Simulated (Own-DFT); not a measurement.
# Which arrangement is lower? In32P32, 64 atoms

All numbers below are calculated, not measured. The program, named Own-DFT, is a retired in-house plane-wave density functional code that no person has reviewed. Each row is one single-point run on a periodic cell that was not relaxed, without spin or spin-orbit coupling.

Settings of every run: PBE; PseudoDojo norm-conserving scalar-relativistic files; cutoff 36 hartree; 3 x 3 x 3 k mesh centred on Gamma; Fermi-Dirac smearing of 0.1 eV.

Known limits, some of them of some rows only: not probed for a lower state with spin; forces on such cells moved up to 12 meV/angstrom on a denser k mesh; stress not checked against mesh or cutoff.

All cells hold the same atoms in the same cell, with vectors in Å (11.737, 0.000, 0.000); (0.000, 11.737, 0.000); (0.000, 0.000, 11.737). Every atom was moved at random from its ideal site; u is the rms move along one axis. The defect's site can differ from row to row. E is the free energy of the cell above the lowest run. The arrangements:

- A: zincblende InP
- B: zincblende InP, with one In on a P site and one P on an In site, 2.5 Å apart

```
arrangement,u (Å),E (eV),P (GPa)
A,0.0186,0.000,3.20
A,0.0210,0.117,3.22
A,0.0235,0.166,3.24
A,0.0473,1.718,3.52
A,0.0485,2.055,3.56
A,0.0534,2.263,3.65
B,0.0277,4.493,3.63
B,0.0298,4.544,3.63
B,0.0325,4.636,3.67
B,0.0497,6.406,4.02
B,0.0505,5.565,3.82
B,0.0515,6.102,4.00
```

Question: once the cost of the random moves is taken out, how do the arrangements rank?

## Worked answer

Fit E = a + b u², with one b for all and one a for each arrangement, and with residuals divided by u², since the noise grows with the moves. Then b = 913 eV/Å², the scatter at u = 0.04 Å is 0.16 eV, and against A:

- B: 4.05 ± 0.06 eV (higher)

These are energies of unrelaxed cells. Relaxing the atoms lowers the strained arrangements most, so the gaps would shrink and small ones could change sign.
